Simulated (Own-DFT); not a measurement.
# Computed records: HfO2 (monoclinic hafnia, atoms displaced)

All values are calculated (Own-DFT development build). A calculation, not a measurement: plane-wave PBE density functional theory by an unreviewed code, no spin, of a simulated periodic cell, stress positive in tension, free energy of the whole cell less one offset for each atom, hafnium file: forces about 75 meV/angstrom off all-electron values; oxygen file: force components 24 meV/angstrom off all-electron in one glass; forces on such cells passed a denser k mesh, this cell's mesh not checked; offsets are fitted by least squares, one for each functional and potential file, so energies compare only between cells with the same atoms and settings and are not formation energies; the far tail of each file's local potential was reset to the Coulomb form; each entry is a single point on an unrelaxed cell, so the pressure reflects the starting lattice, mostly measured values, from which strain is counted, and rises with the displacements; printed positions are rounded, which can move forces by about a meV/angstrom; the program is a retired in-house code; no spin-orbit coupling; before rounding, a Quantum ESPRESSO 7.3.1 run of the same cell and cutoff gave forces within 1 meV/angstrom rms on each cell, which checks the program and not the settings.

Entry: HfO2 (monoclinic hafnia, atoms displaced)

```
CELL_PARAMETERS angstrom
10.23400 0.00000 0.00000
0.00000 10.35000 0.00000
-1.69550 0.00000 10.44530
ATOMIC_POSITIONS crystal
Hf 0.13359 0.00691 0.10422
Hf 0.35734 0.27063 0.14811
Hf 0.37333 0.48835 0.40067
Hf 0.14118 0.23214 0.35103
O 0.04008 0.16898 0.18120
O 0.45862 0.41299 0.08155
O 0.46920 0.32927 0.32219
O 0.03473 0.08453 0.42239
O 0.22667 0.38708 0.23708
O 0.26722 0.13832 0.00350
O 0.28439 0.12168 0.25900
O 0.22664 0.37358 0.48283
Hf 0.13621 0.01568 0.60218
Hf 0.36221 0.26692 0.65059
Hf 0.35211 0.47562 0.90022
Hf 0.14177 0.22921 0.86024
O 0.03861 0.16347 0.67292
O 0.46268 0.42226 0.58106
O 0.45168 0.33075 0.83188
O 0.04017 0.08614 0.92496
O 0.22863 0.37480 0.74544
O 0.26982 0.12922 0.51331
O 0.28201 0.11559 0.76749
O 0.21663 0.37354 0.99551
Hf 0.14044 0.51475 0.10381
Hf 0.37166 0.77001 0.15420
Hf 0.35936 0.97811 0.39843
Hf 0.14030 0.73154 0.35961
O 0.03256 0.66930 0.17586
O 0.46024 0.90753 0.07661
O 0.46608 0.83696 0.32971
O 0.03842 0.58843 0.42193
O 0.22728 0.87482 0.24410
O 0.27212 0.62380 0.00271
O 0.27428 0.62589 0.25892
O 0.22009 0.86918 0.49374
Hf 0.13697 0.52369 0.60049
Hf 0.36439 0.77181 0.64596
Hf 0.36714 0.96881 0.89171
Hf 0.14462 0.73187 0.85032
O 0.04155 0.67254 0.67192
O 0.46076 0.91545 0.57837
O 0.46869 0.83264 0.82566
O 0.04010 0.57997 0.92929
O 0.21750 0.87244 0.73642
O 0.27907 0.64262 0.50924
O 0.27680 0.61935 0.75691
O 0.23844 0.87642 0.98585
Hf 0.64650 0.01206 0.11325
Hf 0.86396 0.27157 0.15214
Hf 0.85595 0.47952 0.39670
Hf 0.63927 0.23704 0.35279
O 0.54287 0.16946 0.17677
O 0.96229 0.41507 0.07301
O 0.96651 0.32980 0.32549
O 0.52995 0.07812 0.42714
O 0.72318 0.37269 0.23315
O 0.77378 0.12766 0.00154
O 0.77875 0.11888 0.25775
O 0.73469 0.36680 0.49464
Hf 0.64389 0.02343 0.59962
Hf 0.86695 0.26866 0.63942
Hf 0.86814 0.47334 0.90416
Hf 0.63701 0.23769 0.85236
O 0.53564 0.17209 0.67317
O 0.97229 0.41414 0.58017
O 0.96906 0.33299 0.83198
O 0.53699 0.08327 0.92212
O 0.72639 0.38203 0.74501
O 0.77935 0.13412 0.51759
O 0.77602 0.12236 0.75610
O 0.72763 0.37636 0.99110
Hf 0.64368 0.50727 0.10417
Hf 0.85894 0.76575 0.14975
Hf 0.85528 0.98857 0.39106
Hf 0.64060 0.73366 0.35168
O 0.53485 0.66281 0.18052
O 0.95940 0.90893 0.07858
O 0.96303 0.82683 0.31855
O 0.53112 0.58235 0.41336
O 0.72046 0.87456 0.23618
O 0.77565 0.62641 0.01124
O 0.78061 0.62807 0.25773
O 0.72423 0.86721 0.48118
Hf 0.63485 0.52350 0.60310
Hf 0.86582 0.76529 0.64814
Hf 0.87306 0.98372 0.89977
Hf 0.65305 0.72813 0.85302
O 0.53203 0.66889 0.67256
O 0.96043 0.91316 0.57268
O 0.96590 0.84295 0.82904
O 0.53795 0.58389 0.92102
O 0.72842 0.87721 0.74333
O 0.77887 0.62156 0.50784
O 0.77333 0.62149 0.76136
O 0.72619 0.86443 0.99139
```

- functional: PBE
- potential files: PseudoDojo norm-conserving, scalar-relativistic, standard set
- wave cutoff: 72 hartree
- occupations: Fermi-Dirac
- smearing width: 0.1 eV
- k mesh: 2 x 2 x 2 centred on Gamma
- stress zz: withheld
- pressure: withheld
- stress xx: withheld

Question: What stress zz does the calculation give for HfO2 (monoclinic hafnia, atoms displaced)?
Answer: -6.13 GPa

Question: HfO2 (monoclinic hafnia, atoms displaced): pressure?
Answer: 5.87 GPa

Question: Give the missing stress xx for HfO2 (monoclinic hafnia, atoms displaced).
Answer: -5.87 GPa

Further results for HfO2 (monoclinic hafnia, atoms displaced):

* free energy of cell above offsets: -92.800 eV
* stress yy: -5.63 GPa
* stress yz: 0.29 GPa
* stress xz: -0.1 GPa
* stress xy: -0.55 GPa

Force:
```
element  x (eV/Å)  y (eV/Å)  z (eV/Å)
     Hf     1.132     1.628     0.051
     Hf      0.35    -1.177     -0.95
     Hf    -3.469    -1.725    -1.496
     Hf     0.653     -0.46     1.183
      O    -0.162    -1.096    -1.599
      O     1.251     0.858    -0.305
      O    -0.394     1.269     1.579
      O    -0.646    -0.237    -0.341
      O     0.248    -1.439     1.099
      O     0.808    -0.853     1.916
      O    -0.751    -0.368      0.45
      O    -0.123     0.405     0.857
     Hf    -0.193     0.579      0.55
     Hf    -0.782     0.061    -0.199
     Hf     1.618     1.439    -0.508
     Hf     0.494     0.111    -1.343
      O    -0.311     0.179    -0.024
      O     0.562    -0.057    -0.093
      O      2.09    -0.699     0.214
      O    -1.097    -1.119      0.56
      O    -1.112     0.635     -0.92
      O     0.475    -0.116    -0.342
      O    -0.363     0.117    -1.203
      O     0.327     -0.42    -0.482
     Hf    -0.685     2.949     0.492
     Hf    -1.416    -1.234    -1.151
     Hf    -0.327     0.397     0.228
     Hf    -0.254    -0.117    -1.953
      O     0.832     -1.21     -0.58
      O     2.499     1.812     0.448
      O     0.678    -0.355     0.228
      O    -1.465    -1.541     0.677
      O    -0.366     0.853    -0.504
      O     0.413     1.076     1.095
      O     0.273    -0.596     0.613
      O     0.154     0.969    -0.405
     Hf     1.262    -0.589     0.292
     Hf    -0.382      0.11     0.713
     Hf     1.106     2.384     0.263
     Hf    -0.602    -0.755     1.314
      O    -0.766    -0.381     -0.11
      O     1.045     0.824    -0.111
      O     0.287    -0.488    -0.156
      O    -0.607     0.819    -1.486
      O     0.511     0.357     0.159
      O     0.138    -1.994    -0.291
      O    -0.227    -0.299     0.115
      O    -2.721    -1.085     0.745
     Hf    -2.119     1.841    -3.911
     Hf     1.276    -1.306    -2.084
     Hf     2.468     0.778     0.003
     Hf    -1.703    -2.023    -0.243
      O     0.047    -0.794    -0.353
      O     0.318    -0.791     1.934
      O    -1.133     1.338     0.724
      O     1.796      1.46    -0.429
      O      0.05     0.358     1.974
      O     0.342      0.62      1.75
      O    -0.068     0.419     0.256
      O     -0.92     0.912    -1.121
     Hf    -1.599    -0.688      1.87
     Hf     0.498     0.286     3.488
     Hf     0.249     1.424    -2.044
     Hf    -0.655    -1.936      0.36
      O     0.546    -0.426    -0.466
      O    -0.183     0.604    -0.826
      O    -0.273    -0.337    -0.576
      O     0.036    -0.103     0.453
      O    -0.116     0.072    -1.046
      O    -0.241    -1.444    -2.366
      O     0.084     0.069     0.045
      O    -0.775    -1.133     0.391
     Hf    -2.208     3.271    -2.099
     Hf     1.094    -0.894    -1.473
     Hf     2.554    -2.478     1.266
     Hf     -0.43    -0.835    -0.191
      O     0.807    -0.692    -0.507
      O     1.717     1.818    -0.226
      O    -0.938     2.315     1.969
      O     2.725     1.078      1.26
      O     -0.09     0.317     1.158
      O     0.259     -0.53     0.126
      O    -0.933    -2.321     1.221
      O    -0.086      1.01     1.063
     Hf    -0.122     -0.08     1.697
     Hf    -0.167     1.308    -0.032
     Hf    -2.535     0.354    -0.909
     Hf    -2.684      0.06     1.203
      O     1.435    -1.042    -0.779
      O    -0.095     0.181    -0.014
      O     1.451    -1.885    -0.673
      O     -0.46    -0.779     0.462
      O     0.063     0.366    -1.246
      O    -0.432     0.431     0.227
      O     1.276     -0.47    -0.874
      O    -0.105     0.875     0.299
```
